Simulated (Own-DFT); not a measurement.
## Calculated data, Hf32O63 (monoclinic hafnia with one vacancy, atoms displaced)

All values are calculated (Own-DFT development build). A calculation, not a measurement: plane-wave density functional theory by an unreviewed code, no spin, of a simulated periodic cell, stress positive in tension, run twice, with PBE and with PBEsol, both on files made for PBE, so the change isn't that of files made for PBEsol, defect cell not probed for a lower state with spin; hafnium file: forces about 75 meV/angstrom off all-electron values; oxygen file: force components 24 meV/angstrom off all-electron in one glass; forces on such cells passed a denser k mesh, this cell's mesh not checked; the far tail of each file's local potential was reset to the Coulomb form; each entry is a single point on an unrelaxed cell, so the pressure reflects the starting lattice, mostly measured values (interpolated for alloys), from which strain is counted, and rises with the displacements; printed positions are rounded, which can move forces by about a meV/angstrom; the program, named Own-DFT, is a retired in-house code; no spin-orbit coupling; stress was not checked against mesh or cutoff.

## Hf32O63 (monoclinic hafnia with one vacancy, atoms displaced)

```
cell vectors (Å)
  10.2340     0.0000     0.0000
   0.0000    10.3500     0.0000
  -1.6955     0.0000    10.4453
atoms (fractions of the cell vectors)
Hf  0.13611  0.01722  0.10038
Hf  0.36158  0.27029  0.15091
Hf  0.35958  0.47933  0.39325
Hf  0.14256  0.23135  0.35210
O   0.03580  0.16721  0.16674
O   0.46230  0.41732  0.07975
O   0.46562  0.33097  0.32085
O   0.03882  0.08581  0.42430
O   0.22313  0.37946  0.24131
O   0.27174  0.12953  0.01235
O   0.27522  0.11962  0.26311
O   0.22542  0.37040  0.49015
Hf  0.13728  0.02196  0.60585
Hf  0.36260  0.27000  0.64908
Hf  0.36087  0.48205  0.89031
Hf  0.13642  0.22825  0.85488
O   0.03826  0.16835  0.67261
O   0.46464  0.41500  0.58241
O   0.46245  0.33702  0.82002
O   0.04052  0.08816  0.92775
O   0.22475  0.38064  0.73621
O   0.27718  0.13357  0.51015
O   0.27635  0.12570  0.76119
Hf  0.13952  0.51790  0.10448
Hf  0.35850  0.76871  0.14417
Hf  0.35706  0.98343  0.39518
Hf  0.13355  0.72618  0.35451
O   0.04245  0.66836  0.17606
O   0.47052  0.91872  0.07603
O   0.46414  0.83447  0.32253
O   0.03997  0.57756  0.42510
O   0.22819  0.88035  0.24199
O   0.27598  0.62493  0.01238
O   0.28101  0.62443  0.25745
O   0.22843  0.86843  0.49110
Hf  0.14109  0.51781  0.61086
Hf  0.35956  0.77056  0.64534
Hf  0.36054  0.98490  0.89546
Hf  0.13672  0.72898  0.85328
O   0.03578  0.66690  0.66923
O   0.46590  0.91575  0.57852
O   0.46658  0.83649  0.82819
O   0.03526  0.57918  0.92780
O   0.22838  0.88280  0.74160
O   0.27220  0.63386  0.51121
O   0.27432  0.62181  0.76111
O   0.22209  0.87318  0.99191
Hf  0.63944  0.02162  0.10712
Hf  0.86206  0.26700  0.14269
Hf  0.86019  0.48061  0.39872
Hf  0.63665  0.23114  0.35480
O   0.53608  0.16271  0.17192
O   0.96566  0.41723  0.07784
O   0.96035  0.33226  0.32773
O   0.53735  0.08094  0.42375
O   0.72157  0.37268  0.24256
O   0.77565  0.13100  0.00891
O   0.77665  0.12015  0.25971
O   0.73069  0.37278  0.48475
Hf  0.63504  0.02243  0.60264
Hf  0.86029  0.27004  0.64544
Hf  0.86641  0.48244  0.90242
Hf  0.64153  0.23377  0.85208
O   0.54152  0.16594  0.67989
O   0.96840  0.41701  0.58124
O   0.96455  0.33090  0.82606
O   0.53640  0.08382  0.92080
O   0.71588  0.37970  0.73528
O   0.77823  0.12916  0.50671
O   0.77742  0.12076  0.76177
O   0.72778  0.37023  0.99000
Hf  0.63601  0.52099  0.09819
Hf  0.86458  0.76836  0.14948
Hf  0.85889  0.97636  0.39502
Hf  0.63902  0.72945  0.35266
O   0.53713  0.66385  0.17483
O   0.96277  0.91786  0.07531
O   0.96369  0.83090  0.32797
O   0.53564  0.57508  0.42492
O   0.72386  0.87723  0.23692
O   0.77818  0.63392  0.00883
O   0.77660  0.61824  0.25690
O   0.72381  0.87037  0.49234
Hf  0.63574  0.51888  0.60251
Hf  0.86575  0.76774  0.64738
Hf  0.86717  0.97733  0.89727
Hf  0.63770  0.72944  0.85177
O   0.53945  0.66655  0.67276
O   0.96522  0.91789  0.57571
O   0.96494  0.83347  0.82768
O   0.53895  0.58308  0.91820
O   0.72216  0.87532  0.73592
O   0.77187  0.63573  0.50654
O   0.77842  0.61857  0.76076
O   0.72266  0.86881  0.99041
```

```
functional                                        : PBE, then PBEsol
potential files                                   : PseudoDojo norm-conserving, scalar-relativistic, standard set
wave cutoff                                       : 72 hartree
occupations                                       : Fermi-Dirac
smearing width                                    : 0.1 eV
k mesh                                            : 2 x 2 x 2 centred on Gamma
PBE pressure                                      : 3.95 GPa
PBE stress xx                                     : -3.56 GPa
PBE stress yy                                     : -3.86 GPa
PBE stress zz                                     : -4.44 GPa
PBE stress yz                                     : -0.08 GPa
PBE stress xz                                     : -0.26 GPa
PBE stress xy                                     : -0.07 GPa
PBEsol pressure                                   : -2.43 GPa
PBEsol stress xx                                  : 2.85 GPa
PBEsol stress yy                                  : 2.47 GPa
PBEsol stress zz                                  : 1.97 GPa
PBEsol stress yz                                  : -0.1 GPa
PBEsol stress xz                                  : 0.1 GPa
PBEsol stress xy                                  : -0.06 GPa
rms change of force components from PBE to PBEsol : 0.044 eV/Å
```

Force:
| force element | PBE force x (eV/Å) | PBE force y (eV/Å) | PBE force z (eV/Å) | PBEsol force x (eV/Å) | PBEsol force y (eV/Å) | PBEsol force z (eV/Å) |
| --- | --- | --- | --- | --- | --- | --- |
| Hf | 0.432 | 0.573 | 1.521 | 0.428 | 0.611 | 1.447 |
| Hf | 0.762 | -0.476 | -1.65 | 0.819 | -0.474 | -1.484 |
| Hf | 0.496 | 0.277 | 0.859 | 0.486 | 0.228 | 0.86 |
| Hf | -1.931 | -0.312 | 0.601 | -1.873 | -0.352 | 0.58 |
| O | 0.152 | 0.101 | 0.471 | 0.149 | 0.109 | 0.497 |
| O | -0.141 | -0.017 | -0.613 | -0.127 | -0.004 | -0.623 |
| O | -0.718 | 0.873 | 1.344 | -0.71 | 0.829 | 1.248 |
| O | -0.343 | -0.442 | -0.327 | -0.317 | -0.443 | -0.26 |
| O | 0.121 | 0.121 | -0.516 | 0.181 | 0.11 | -0.496 |
| O | 0.557 | 0.604 | -0.046 | 0.475 | 0.566 | -0.053 |
| O | 0.061 | 0.548 | -0.489 | 0.001 | 0.547 | -0.462 |
| O | 0.09 | 0.33 | -0.17 | 0.151 | 0.322 | -0.171 |
| Hf | 0.125 | 0.18 | -0.93 | 0.114 | 0.229 | -0.941 |
| Hf | 0.322 | -0.103 | -0.68 | 0.307 | -0.037 | -0.634 |
| Hf | 0.375 | -1.023 | 0.983 | 0.472 | -0.968 | 0.896 |
| Hf | 0.557 | 0.75 | 0.033 | 0.481 | 0.558 | -0.098 |
| O | -0.443 | 0.01 | 0.043 | -0.416 | 0.023 | 0.099 |
| O | -0.026 | 0.217 | -0.923 | -0.026 | 0.223 | -0.934 |
| O | 0.386 | 0.149 | 1.276 | 0.356 | 0.139 | 1.183 |
| O | -1.319 | -1.018 | -0.893 | -1.265 | -1.007 | -0.821 |
| O | -0.171 | -0.292 | 1.101 | -0.095 | -0.273 | 1.059 |
| O | 0.104 | -0.683 | 0.084 | 0.037 | -0.674 | 0.071 |
| O | -0.048 | -0.292 | 0.129 | -0.111 | -0.279 | 0.132 |
| Hf | 0.199 | 0.102 | 0.298 | 0.123 | 0.242 | 0.334 |
| Hf | 1.354 | 1.03 | 0.597 | 1.307 | 1.045 | 0.633 |
| Hf | 0.975 | -1.381 | 0.4 | 0.937 | -1.391 | 0.405 |
| Hf | 1.069 | 0.31 | 0.761 | 1.038 | 0.253 | 0.717 |
| O | -0.537 | -0.117 | -0.722 | -0.513 | -0.103 | -0.644 |
| O | -1.323 | -0.814 | 0.033 | -1.29 | -0.764 | -0.013 |
| O | 0.293 | -0.01 | 0.563 | 0.278 | -0.035 | 0.495 |
| O | -0.356 | 0.251 | -0.362 | -0.337 | 0.246 | -0.302 |
| O | -0.627 | -0.127 | -0.388 | -0.537 | -0.128 | -0.383 |
| O | -0.093 | 0.174 | -0.758 | -0.154 | 0.165 | -0.733 |
| O | -0.365 | -0.787 | 0.677 | -0.412 | -0.767 | 0.65 |
| O | -0.581 | 0.569 | -0.103 | -0.494 | 0.555 | -0.096 |
| Hf | -0.249 | 0.213 | -1.835 | -0.239 | 0.248 | -1.823 |
| Hf | 1.228 | 0.661 | 0.068 | 1.19 | 0.705 | 0.077 |
| Hf | 1.561 | -0.507 | 0.597 | 1.534 | -0.537 | 0.605 |
| Hf | 0.24 | 0.124 | 0.434 | 0.236 | 0.086 | 0.394 |
| O | 0.276 | 0.123 | 0.799 | 0.274 | 0.131 | 0.84 |
| O | -0.258 | 0.054 | -0.097 | -0.257 | 0.068 | -0.134 |
| O | -0.364 | -0.254 | -0.13 | -0.36 | -0.263 | -0.177 |
| O | 1.019 | 1.203 | -0.699 | 0.989 | 1.156 | -0.62 |
| O | -0.702 | -0.419 | 0.038 | -0.62 | -0.414 | 0.033 |
| O | 0.508 | -1.027 | -0.067 | 0.429 | -0.999 | -0.058 |
| O | -0.051 | 0.335 | 0.137 | -0.115 | 0.316 | 0.137 |
| O | 0.067 | -0.738 | -0.607 | 0.115 | -0.709 | -0.586 |
| Hf | 0.059 | -0.295 | -1.271 | 0.048 | -0.251 | -1.265 |
| Hf | -0.308 | 0.364 | 1.154 | -0.313 | 0.39 | 1.149 |
| Hf | 0.963 | -0.523 | -0.92 | 0.93 | -0.575 | -0.881 |
| Hf | 1.064 | -0.573 | -0.616 | 1.058 | -0.592 | -0.646 |
| O | -0.705 | 0.747 | 0.328 | -0.674 | 0.745 | 0.373 |
| O | 0.322 | -0.051 | 0.377 | 0.314 | -0.025 | 0.308 |
| O | 0.77 | -0.123 | -0.006 | 0.744 | -0.128 | -0.055 |
| O | -0.42 | 0.286 | -0.268 | -0.403 | 0.264 | -0.205 |
| O | 0.032 | 0.815 | -0.969 | 0.088 | 0.777 | -0.929 |
| O | 0.242 | -0.363 | -0.039 | 0.181 | -0.345 | -0.028 |
| O | 0.106 | -0.262 | 0.16 | 0.039 | -0.253 | 0.153 |
| O | -0.893 | -0.279 | 1.069 | -0.803 | -0.268 | 1.037 |
| Hf | 0.474 | -0.864 | 0.468 | 0.454 | -0.811 | 0.428 |
| Hf | 0.346 | 0.096 | -0.114 | 0.34 | 0.135 | -0.087 |
| Hf | -0.961 | -0.672 | -1.324 | -0.94 | -0.685 | -1.253 |
| Hf | -0.502 | -1.006 | 0.574 | -0.475 | -1.036 | 0.519 |
| O | -0.974 | 0.209 | -1.057 | -0.934 | 0.224 | -0.978 |
| O | -0.465 | -0.096 | 0.106 | -0.456 | -0.081 | 0.059 |
| O | -0.417 | 0.568 | 0.383 | -0.403 | 0.525 | 0.318 |
| O | -0.132 | 0.456 | -0.049 | -0.13 | 0.426 | -0.003 |
| O | 0.877 | -0.514 | 0.313 | 0.897 | -0.523 | 0.296 |
| O | -0.211 | 0.132 | 0.538 | -0.268 | 0.126 | 0.523 |
| O | 0.519 | 0.023 | -0.097 | 0.441 | 0.045 | -0.093 |
| O | -0.18 | 0.552 | 0.03 | -0.106 | 0.541 | 0.029 |
| Hf | -0.11 | -0.373 | 1.053 | -0.125 | -0.312 | 1.003 |
| Hf | -0.723 | 0.193 | -0.974 | -0.726 | 0.23 | -0.926 |
| Hf | 0.315 | 0.994 | 0.367 | 0.292 | 0.93 | 0.389 |
| Hf | -0.978 | 0.083 | -0.014 | -0.943 | 0.043 | -0.046 |
| O | -0.36 | 0.081 | -0.483 | -0.337 | 0.093 | -0.423 |
| O | 0.16 | -0.374 | 0.385 | 0.158 | -0.341 | 0.309 |
| O | 0.071 | 0.09 | 0.224 | 0.062 | 0.065 | 0.164 |
| O | -0.04 | 0.632 | -0.836 | -0.04 | 0.592 | -0.759 |
| O | 0.216 | -0.27 | 0.74 | 0.273 | -0.269 | 0.728 |
| O | 0.176 | -0.761 | 0.163 | 0.117 | -0.755 | 0.157 |
| O | 0.178 | 0.075 | 0.194 | 0.112 | 0.09 | 0.194 |
| O | 0.321 | 0.236 | -0.726 | 0.386 | 0.235 | -0.717 |
| Hf | 0.082 | 0.548 | 0.39 | 0.064 | 0.58 | 0.363 |
| Hf | -1.515 | 0.698 | -0.736 | -1.495 | 0.726 | -0.698 |
| Hf | -1.838 | 0.572 | -0.325 | -1.798 | 0.508 | -0.28 |
| Hf | 0.368 | 0.981 | -0.018 | 0.363 | 0.916 | -0.043 |
| O | -0.848 | 0.099 | -0.38 | -0.811 | 0.104 | -0.316 |
| O | 0.077 | -0.295 | 0.397 | 0.071 | -0.271 | 0.337 |
| O | 0.747 | -0.397 | 0.08 | 0.727 | -0.404 | 0.033 |
| O | -0.678 | -0.572 | 0.436 | -0.654 | -0.57 | 0.48 |
| O | 0.531 | 0.333 | 0.412 | 0.575 | 0.311 | 0.398 |
| O | 0.469 | -0.769 | 0.274 | 0.395 | -0.753 | 0.26 |
| O | 0.404 | 0.085 | -0.072 | 0.332 | 0.1 | -0.067 |
| O | 0.685 | 0.444 | -0.162 | 0.734 | 0.434 | -0.158 |
